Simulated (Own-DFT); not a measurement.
GaN (wurtzite, strained, atoms displaced) (calculated)

All values are calculated (Own-DFT development build). A calculation, not a measurement: plane-wave PBE density functional theory by an unreviewed code, no spin, of a simulated periodic cell, stress positive in tension, free energy of the whole cell less one offset for each atom, forces on such cells passed a denser k mesh, this cell's mesh not checked; offsets are fitted by least squares, one for each functional and potential file, so energies compare only between cells with the same atoms and settings and are not formation energies; the far tail of each file's local potential was reset to the Coulomb form; each entry is a single point on an unrelaxed cell, so the pressure reflects the starting lattice, mostly measured values (interpolated for alloys), from which strain is counted, and rises with the displacements; printed positions are rounded, which can move forces by about a meV/angstrom; the program, named Own-DFT, is a retired in-house code; no spin-orbit coupling.

```xyz
96
Lattice="12.7560 0.0000 0.0000 -4.7835 8.2853 0.0000 0.0000 0.0000 10.3959" Properties=species:S:1:pos:R:3:force_x:R:1:force_y:R:1:force_z:R:1 formula=GaN functional=PBE potential_files=PseudoDojo_norm-conserving,scalar-relativistic,standard_set_with_the_stringent_files_for_Ga wave_cutoff=96 occupations=Gaussian smearing_width=0.01 k_mesh=3_x_4_x_3_centred_on_Gamma free_energy_of_cell_above_offsets=-5.205 pressure=6.45 stress_xx=-7.2 stress_yy=-6.4 stress_zz=-5.74 stress_yz=-0.55 stress_xz=-0.07 stress_xy=-0.19
Ga    -0.0584     1.7725     0.0038     -0.067      1.752      0.511
Ga     1.5542     0.9343     2.5803      0.671     -0.393     -0.572
N      0.0130     1.8981     2.0193     -0.753     -2.188     -1.396
N      1.5602     0.9100     4.4589      0.429      0.737      1.766
Ga    -0.0394     1.7948     5.2052      0.535      0.703       0.19
Ga     1.5342     0.9819     7.8441      0.502     -0.998      0.251
N     -0.0357     1.8468     7.2435     -0.329      0.107     -1.492
N      1.5170     0.9848     9.8262      1.056     -1.373     -0.525
Ga    -1.5960     4.6074    10.3479      0.277      0.368      0.905
Ga     0.0306     3.6308     2.5431      -0.62      1.863      1.352
N     -1.5429     4.5948     1.9598     -1.358     -0.471     -0.459
N     -0.0297     3.6913     4.6119      1.596     -1.275     -1.073
Ga    -1.5147     4.5799     5.1777     -2.287      0.781      0.112
Ga     0.0182     3.7158     7.7433      -0.18     -0.282      1.385
N     -1.5999     4.5611     7.1412     -0.193      0.921      0.327
N      0.0336     3.7191     9.8315     -1.244     -1.068     -1.514
Ga    -3.2409     7.3394     0.0394     -0.497      0.782     -0.489
Ga    -1.6554     6.3660     2.6502      1.721       1.09      -1.23
N     -3.1357     7.3730     1.9653     -1.279     -0.214      0.089
N     -1.5994     6.4371     4.5154     -0.012      0.063      1.717
Ga    -3.2318     7.3787     5.1126      0.794     -0.102      1.016
Ga    -1.6553     6.4698     7.7838      0.647     -0.003      0.295
N     -3.2411     7.3877     7.1884      0.426      0.301     -0.961
N     -1.6350     6.5432     9.8493      -0.25     -1.608     -1.791
Ga     3.2039     1.7828    10.3786     -0.589      0.148      0.313
Ga     4.8259     0.9792     2.6104     -0.241     -1.595     -0.131
N      3.1909     1.8052     1.9460      0.277       0.44      0.272
N      4.8266     0.9066     4.5571      -1.56     -0.173     -0.164
Ga     3.2145     1.9177     5.1441     -0.323     -2.702      1.527
Ga     4.7862     0.9506     7.8366     -0.808     -0.772     -0.472
N      3.1585     1.7871     7.2258     -0.004      0.923     -1.145
N      4.7715     0.9380     9.7218      0.454     -0.554      1.063
Ga     1.5485     4.5677     0.0732      1.223      0.932     -1.172
Ga     3.2419     3.5995     2.6498     -0.595      1.452     -0.858
N      1.5686     4.6211     1.9481      0.967     -2.057      0.814
N      3.1807     3.6631     4.6019     -0.161      0.932      -1.07
Ga     1.5905     4.5704     5.2393      -0.32      0.693     -0.708
Ga     3.1966     3.6709     7.8616      0.011     -0.243     -0.393
N      1.6160     4.5614     7.1427      0.217       0.78      0.771
N      3.1874     3.6216     9.7982     -0.061      1.062      0.254
Ga     0.0069     7.2752    10.3621     -1.029      2.392       2.07
Ga     1.5126     6.3614     2.5308      0.833      1.493      1.732
N      0.0439     7.4021     2.0410     -1.716     -0.178     -1.163
N      1.6695     6.4068     4.5682     -0.581      0.041      0.492
Ga     0.0095     7.3340     5.2603      0.268      -0.09     -1.878
Ga     1.5726     6.4765     7.7820     -1.144     -1.224      0.838
N      0.0029     7.4016     7.1265     -0.675     -0.537      1.167
N      1.5020     6.5132     9.7506      2.635     -2.055     -0.715
Ga     6.3502     1.8840    10.3941      0.677     -0.968     -0.252
Ga     7.9887     0.9448     2.6336     -0.299     -2.359     -0.021
N      6.4416     1.8216     1.9722     -0.747      0.628     -0.517
N      7.9808     0.8717     4.6124     -0.238      0.324      0.051
Ga     6.3226     1.7493     5.2214      1.279      1.677     -0.118
Ga     8.0146     0.9172     7.7041     -1.305      1.016      1.744
N      6.2850     1.8159     7.1325      1.776      0.245      0.369
N      8.0008     0.8636     9.7705      -0.68      1.828     -0.889
Ga     4.7430     4.5788     0.1034      0.559      0.501     -1.219
Ga     6.4136     3.5998     2.6503     -0.583      1.053     -0.093
N      4.8383     4.6961     2.0155     -0.223     -3.283     -0.197
N      6.4132     3.6920     4.5537     -0.886     -0.469       0.53
Ga     4.6769     4.6797     5.1790      2.098     -1.068      0.363
Ga     6.3404     3.6365     7.7961      0.537      0.454      -0.28
N      4.7899     4.5526     7.1311     -0.712      1.187      0.222
N      6.4122     3.7056     9.7334     -0.744     -0.218      0.763
Ga     3.2338     7.3824    10.3552     -1.669     -0.795      1.508
Ga     4.8940     6.4197     2.5752     -2.394       1.95      0.265
N      3.0679     7.2779     1.9919      2.454      1.226     -0.603
N      4.8499     6.4440     4.5054     -0.589      0.597      0.997
Ga     3.2584     7.3520     5.2788     -1.036     -0.584     -0.853
Ga     4.8262     6.4787     7.7654      -0.64     -1.052      1.166
N      3.0995     7.3873     7.3130      2.391     -0.551     -2.135
N      4.7944     6.4833     9.8110     -0.481     -1.608     -1.295
Ga     9.5437     1.8184     0.0084     -0.008     -0.013      0.525
Ga    11.1469     0.9382     2.6056      0.206      0.088     -1.137
N      9.5428     1.8153     2.0384      0.271      1.164     -1.314
N     11.1284     0.9742     4.4598      0.046     -0.724       2.23
Ga     9.5387     1.8082     5.1965      0.106      1.579     -0.233
Ga    11.1153     0.9178     7.7825      0.525      0.312      0.415
N      9.5621     1.9013     7.1987      0.021     -0.973     -1.334
N     11.1372     0.9419     9.7108     -0.344     -0.244      0.687
Ga     7.9959     4.5703     0.0526     -0.385      0.546      -1.72
Ga     9.4037     3.7797     2.5691      4.547     -2.429      0.849
N      7.9759     4.5852     1.9404     -2.359        1.3     -0.584
N      9.5318     3.7376     4.4763      0.989     -0.892      1.054
Ga     8.0142     4.6213     5.1402     -0.978      0.173      1.332
Ga     9.5842     3.6630     7.8712     -0.702      1.065     -1.692
N      7.9148     4.6164     7.1906       0.91     -1.226     -0.964
N      9.5877     3.6497     9.7184     -0.238      0.345      1.764
Ga     6.2973     7.4057     0.0124      1.278     -0.184     -1.206
Ga     7.9885     6.4212     2.5398     -0.408      1.142      0.232
N      6.3458     7.3920     1.8707       1.34      0.311      1.587
N      7.9524     6.4801     4.5064     -0.427     -0.117      -0.01
Ga     6.3493     7.4200     5.2065      0.815     -0.398     -0.072
Ga     8.0366     6.3686     7.8050     -1.027      0.981      0.342
N      6.3948     7.3932     7.1934     -0.003     -0.237     -0.997
N      7.9008     6.4228     9.7388      0.619      0.101      0.882
```

Units: wave_cutoff in hartree; smearing_width, free_energy_of_cell_above_offsets in eV; pressure, stress_xx, stress_yy, stress_zz, stress_yz, stress_xz, stress_xy in GPa; force_x, force_y, force_z in eV/Å.
